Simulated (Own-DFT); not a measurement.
GaN (wurtzite, atoms displaced) (calculated)

All values are calculated (Own-DFT development build). A calculation, not a measurement: plane-wave PBE density functional theory by an unreviewed code, no spin, of a simulated periodic cell, stress positive in tension, free energy of the whole cell less one offset for each atom, forces on such cells passed a denser k mesh, this cell's mesh not checked; offsets are fitted by least squares, one for each functional and potential file, so energies compare only between cells with the same atoms and settings and are not formation energies; the far tail of each file's local potential was reset to the Coulomb form; each entry is a single point on an unrelaxed cell, so the pressure reflects the starting lattice, mostly measured values (interpolated for alloys), from which strain is counted, and rises with the displacements; printed positions are rounded, which can move forces by about a meV/angstrom; the program, named Own-DFT, is a retired in-house code; no spin-orbit coupling.

```xyz
96
Lattice="12.7560 0.0000 0.0000 -4.7835 8.2853 0.0000 0.0000 0.0000 10.3700" Properties=species:S:1:pos:R:3:force_x:R:1:force_y:R:1:force_z:R:1 formula=GaN functional=PBE potential_files=PseudoDojo_norm-conserving,scalar-relativistic,standard_set wave_cutoff=42 occupations=Fermi-Dirac smearing_width=0.1 hardware=one_NVIDIA_H200 k_mesh=3_x_4_x_3_centred_on_Gamma free_energy_of_cell_above_offsets=24.816 pressure=7.66 stress_xx=-8.15 stress_yy=-6.85 stress_zz=-7.97 stress_yz=0.66 stress_xz=0.12 stress_xy=-0.68 wall_time=1167
Ga    -0.0888     1.8521     0.0623      1.795     -0.889     -0.987
Ga     1.7269     0.8264     2.6047     -1.406      1.897     -0.335
N     -0.0111     1.8048     1.9277      0.684      0.095      1.607
N      1.5922     0.8837     4.5632     -0.611      1.135     -0.483
Ga    -0.0620     1.8331     5.1991      0.915      0.859     -0.111
Ga     1.5833     0.8978     7.7315      1.243      0.701      1.672
N     -0.0257     1.7942     7.1919      0.781      0.525     -1.031
N      1.6634     0.9132     9.7804     -1.554     -0.469     -0.739
Ga    -1.6085     4.5402    10.3614      1.221      1.262       0.41
Ga    -0.0367     3.6974     2.6412      1.078     -1.204     -0.748
N     -1.5469     4.5604     1.9754     -1.163      0.549     -0.794
N     -0.0617     3.7071     4.5239      0.215     -0.293      1.665
Ga    -1.6889     4.6766     5.2909      1.089     -1.263     -1.363
Ga     0.0739     3.6116     7.7831     -0.266      0.503      0.858
N     -1.6064     4.5536     7.1947      1.431      0.509     -0.363
N      0.0692     3.6585     9.8393     -1.839     -0.151     -1.961
Ga    -3.2164     7.2740     0.0021      1.065      2.015      0.672
Ga    -1.4932     6.3659     2.6367     -0.312      0.564     -1.234
N     -3.1026     7.3670     1.9935     -0.448     -1.789     -0.321
N     -1.5817     6.4119     4.5182     -0.385      1.041      1.308
Ga    -3.1831     7.4221     5.1817     -0.659     -1.757      -0.16
Ga    -1.5363     6.3683     7.7355     -0.803      1.415      0.728
N     -3.2079     7.3862     7.1149       0.64     -1.045      0.151
N     -1.6164     6.4892     9.6729      0.266      -1.39      0.545
Ga     3.2231     1.8252     0.0395     -0.945      1.025     -0.528
Ga     4.7295     0.9682     2.5751      1.257     -0.897      0.952
N      3.2265     1.8514     1.9589     -0.729      1.037      0.196
N      4.8124     1.0073     4.5646     -0.668     -0.917     -0.294
Ga     3.0969     1.8418     5.2182      1.569      0.357     -0.845
Ga     4.8371     0.8974     7.7899      -1.59     -0.125     -0.202
N      3.2357     1.7733     7.0784     -0.587      0.754      1.649
N      4.7496     0.8984     9.7274      1.042      0.148     -0.055
Ga     1.5628     4.6060     0.0238       0.81     -0.154      0.272
Ga     3.1921     3.8662     2.6334     -0.986     -2.391     -0.073
N      1.5691     4.5348     1.9282      0.061      1.337      0.801
N      3.1786     3.6954     4.5774      0.554     -0.136     -0.389
Ga     1.6080     4.6087     5.1495     -0.795     -0.657      0.732
Ga     3.2281     3.6925     7.8404     -0.907     -1.043     -1.549
N      1.6258     4.5575     7.1280      -0.59      0.589     -0.065
N      3.1204     3.7551     9.6681      1.529     -0.851       2.18
Ga     0.0089     7.3490     0.0099     -1.384       0.38      0.571
Ga     1.6649     6.5071     2.5810      -1.16     -2.223       0.14
N      0.1151     7.3327     1.9693     -1.766      0.879     -0.241
N      1.6174     6.3676     4.4895     -0.036      1.792      0.682
Ga    -0.0468     7.3998     5.1974       1.17      0.341     -0.959
Ga     1.5230     6.4330     7.8228      1.125     -0.278     -1.174
N     -0.0165     7.3761     7.1064      0.142     -0.686      0.344
N      1.4632     6.4083     9.7332      2.077      0.442     -0.159
Ga     6.3604     1.8109    10.3271      0.055      0.578      1.168
Ga     7.9337     0.7955     2.5635      0.387      2.085      0.566
N      6.3667     1.8394     2.0281       0.46      0.079     -1.181
N      8.0307     0.9442     4.6075     -2.129     -1.608     -1.716
Ga     6.4040     1.9147     5.2092     -0.224     -1.914     -0.621
Ga     7.9677     0.9813     7.8370      0.637     -0.359     -1.246
N      6.3396     1.7446     7.0905       0.98      1.559      1.018
N      7.9989     0.9471     9.7526     -0.341     -0.701      0.419
Ga     4.8526     4.6642    10.3521     -0.908     -2.249      0.522
Ga     6.3385     3.7047     2.6321      0.426     -0.098     -1.362
N      4.7226     4.6283     1.9673      1.966      0.858     -0.445
N      6.3763     3.6790     4.5452      0.258     -0.167      -0.27
Ga     4.8526     4.5457     5.1365     -1.845      0.996      1.342
Ga     6.3467     3.6624     7.7454     -0.241     -0.168      0.193
N      4.7220     4.6117     7.1884      1.447       0.13     -1.576
N      6.4578     3.6678     9.6851     -0.855     -0.005      0.669
Ga     3.1893     7.3484    10.3248     -0.248     -0.379     -0.303
Ga     4.7999     6.5470     2.6851     -0.089     -1.138     -4.464
N      3.1792     7.2972     1.8988      1.065      0.789     -0.135
N      4.8640     6.4290     4.4180     -0.563     -0.419      4.664
Ga     3.2596     7.2981     5.0927     -1.058      0.549      1.555
Ga     4.7460     6.4743     7.7359      0.073     -0.712      0.594
N      3.2102     7.3993     7.1605     -1.036     -0.137     -0.566
N      4.7776     6.3708     9.7157     -0.058       2.17     -0.617
Ga     9.5816     1.8501     0.0332      0.179      -0.56      0.042
Ga    11.1456     0.9457     2.5239      1.158     -0.382      1.427
N      9.6135     1.8537     2.0194     -1.813     -0.344     -0.903
N     11.1775     0.8969     4.6539     -0.888      1.064      -1.75
Ga     9.5255     1.7742     5.1519      1.984      2.129      1.309
Ga    11.2129     0.8858     7.7890     -1.976      0.831     -0.844
N      9.5499     1.9255     7.1631      0.396     -0.995     -0.304
N     11.1578     0.8646     9.6560      -0.29      1.022      1.374
Ga     7.9827     4.6474     0.0074      0.288     -1.266        0.4
Ga     9.5615     3.6749     2.5819      0.479      0.456      0.245
N      8.0184     4.6278     1.9786     -1.194       0.15     -0.089
N      9.5758     3.7589     4.5116     -0.577     -1.069      0.698
Ga     7.9265     4.5415     5.1524      1.064      1.634      0.577
Ga     9.5778     3.7629     7.7226     -1.629     -1.388       1.31
N      7.8942     4.5583     7.1194      1.017      1.374      0.166
N      9.6130     3.6429     9.7998     -1.139      0.801     -1.193
Ga     6.3874     7.3595    10.2401     -2.026      0.432      2.358
Ga     7.9736     6.4681     2.6857     -0.214      0.469     -1.329
N      6.2686     7.4340     1.9448      1.788      -0.78     -0.894
N      7.8494     6.4925     4.5772      1.959     -0.921      0.334
Ga     6.3577     7.4301     5.1923     -0.155     -1.145      0.757
Ga     7.9847     6.5768     7.8382     -0.486     -1.991     -0.714
N      6.3452     7.3553     7.1703      0.358      0.061     -0.331
N      7.9156     6.4698     9.8411      1.382     -0.867      -1.83
```

Units: wave_cutoff in hartree; smearing_width, free_energy_of_cell_above_offsets in eV; pressure, stress_xx, stress_yy, stress_zz, stress_yz, stress_xz, stress_xy in GPa; wall_time in s; force_x, force_y, force_z in eV/Å.
